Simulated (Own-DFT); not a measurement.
## Calculated data, GaP (zincblende, strained, atoms displaced)

Computed with Own-DFT development build. A calculation, not a measurement: plane-wave PBE density functional theory by an unreviewed code, no spin, of a simulated periodic cell, stress positive in tension, free energy of the whole cell less one offset for each atom, forces on such cells passed a denser k mesh, this cell's mesh not checked; offsets are fitted by least squares, one for each functional and potential file, so energies compare only between cells with the same atoms and settings and are not formation energies; the far tail of each file's local potential was reset to the Coulomb form; each entry is a single point on an unrelaxed cell, so the pressure reflects the starting lattice, mostly measured values (interpolated for alloys), from which strain is counted, and rises with the displacements; printed positions are rounded, which can move forces by about a meV/angstrom; the program, named Own-DFT, is a retired in-house code; no spin-orbit coupling.

```xyz
64
Lattice="10.8620 0.0000 0.0000 0.0000 10.8620 0.0000 0.0000 0.0000 10.9361" Properties=species:S:1:pos:R:3:force_x:R:1:force_y:R:1:force_z:R:1 formula=GaP functional=PBE potential_files=PseudoDojo_norm-conserving,scalar-relativistic,standard_set wave_cutoff=42 occupations=Fermi-Dirac smearing_width=0.1 k_mesh=3_x_3_x_3_centred_on_Gamma free_energy_of_cell_above_offsets=-33.280 pressure=3.59 stress_xx=-3.81 stress_yy=-3.65 stress_zz=-3.3 stress_yz=-0.55 stress_xz=-0.03 stress_xy=-0.29
Ga     0.0837     0.1359    10.8986     -0.622     -1.685     -0.163
Ga    10.7987     2.7201     2.7815      0.386      0.334     -0.568
Ga     2.7070     0.0702     2.7001      0.304     -0.823      0.541
Ga     2.6783     2.7214     0.0403      0.001      0.069     -0.334
P      1.3043     1.3155     1.3992      0.453      1.359      0.084
P      1.3979     4.0640     4.0392     -0.606     -0.224      0.928
P      4.0395     1.4337     4.0791      0.643     -0.927      0.286
P      4.0313     4.1177     1.3991      0.753     -0.038     -0.664
Ga     0.0307    10.8398     5.5194      0.362     -0.138     -0.733
Ga    10.7782     2.6262     8.1751      0.249      0.968      0.129
Ga     2.7295    10.8364     8.2227     -0.404      0.286      0.139
Ga     2.7148     2.6948     5.5052     -0.331       0.14     -0.589
P      1.3697     1.3698     6.8681     -0.062     -0.353     -0.096
P      1.3413     4.0837     9.5056     -0.095     -0.262      0.382
P      4.0765     1.3581     9.5299     -0.115      0.482      0.412
P      4.0806     4.0894     6.7151     -0.165     -0.083      1.735
Ga     0.0136     5.4325     0.0828      -0.16     -0.532     -1.759
Ga    10.7800     8.1401     2.7040      0.013     -0.098     -0.567
Ga     2.6839     5.4531     2.7521      0.486      0.409      0.004
Ga     2.7977     8.1114     0.0134     -0.901      0.588      0.336
P      1.3462     6.7035     1.2947       0.53      1.668      1.136
P      1.3567     9.4223     4.0199      0.095      0.809       0.54
P      4.0976     6.8432     4.1191     -0.442     -0.671     -0.028
P      4.1320     9.5117     1.3641     -0.648      0.325      -0.07
Ga     0.0657     5.4266     5.4942     -0.719     -0.002     -0.648
Ga    10.8358     8.1199     8.2371     -0.008     -0.202     -0.686
Ga     2.7980     5.4907     8.2253     -0.495     -0.813     -0.551
Ga     2.7301     8.1589     5.4770     -0.293      -0.02     -0.173
P      1.4028     6.7568     6.8222     -0.169      0.575      0.404
P      1.3705     9.4582     9.5369     -0.053      0.343      0.765
P      4.0571     6.8349     9.5726      1.281     -0.631      0.091
P      4.0151     9.5065     6.8929      0.895     -0.261     -0.398
Ga     5.4091     0.0959     0.0324      0.323     -0.416     -0.241
Ga     5.4631     2.7819     2.7291     -0.721     -0.424     -0.171
Ga     8.2177     0.0294     2.7371     -0.834     -0.143      0.599
Ga     8.1511     2.7778     0.0074      0.025     -0.308      0.736
P      6.8030     1.3564     1.4242      0.141      0.581     -0.329
P      6.7423     4.0395     4.1325      0.739      0.836     -0.215
P      9.5564     1.3423     4.0990     -0.632      0.348      1.036
P      9.4913     4.1988     1.3930        0.7     -2.117     -0.635
Ga     5.4641    10.7725     5.5101     -0.607      0.987     -0.171
Ga     5.4616     2.7684     8.2073     -0.554     -0.403     -0.692
Ga     8.0945    10.8138     8.3080      0.909      1.198     -1.396
Ga     8.1367     2.8117     5.5410      0.217     -0.833     -1.099
P      6.8158     1.4217     6.8022     -0.271     -0.965      0.853
P      6.7850     4.0408     9.5844      0.588      0.211     -0.657
P      9.4935     1.3874     9.6438     -0.378     -0.186     -0.591
P      9.4202     4.1183     6.8637      1.571     -0.375     -0.414
Ga     5.5540     5.4141    10.8664     -1.247      0.772      1.155
Ga     5.3832     8.1153     2.7115      0.662      0.374      0.347
Ga     8.1578     5.3589     2.6575     -1.242      1.146       1.74
Ga     8.0791     8.2974    10.8311       1.59     -2.291      1.553
P      6.8164     6.8178     1.4204     -0.005      0.015      -1.13
P      6.7790     9.4904     4.1257      0.224      0.012     -0.694
P      9.3978     6.8313     4.0841      1.162     -1.249     -0.142
P      9.4250     9.5940     1.3239      1.256     -0.528     -0.542
Ga     5.4198     5.4382     5.4974      0.195      0.319      -0.86
Ga     5.4667     8.1284     8.2257     -0.381      0.466     -0.062
Ga     8.1527     5.4162     8.1795     -1.031      0.335      0.255
Ga     8.1595     8.1322     5.4392     -0.587      0.442      0.594
P      6.7376     6.7925     6.8282      0.758     -0.026      0.164
P      6.8325     9.5244     9.5910     -2.519      0.641     -0.584
P      9.5015     6.6702     9.5213      -0.09      1.308      0.993
P      9.4878     9.5258     6.8148     -0.126     -0.321      0.717
```

Units: wave_cutoff in hartree; smearing_width, free_energy_of_cell_above_offsets in eV; pressure, stress_xx, stress_yy, stress_zz, stress_yz, stress_xz, stress_xy in GPa; force_x, force_y, force_z in eV/Å.
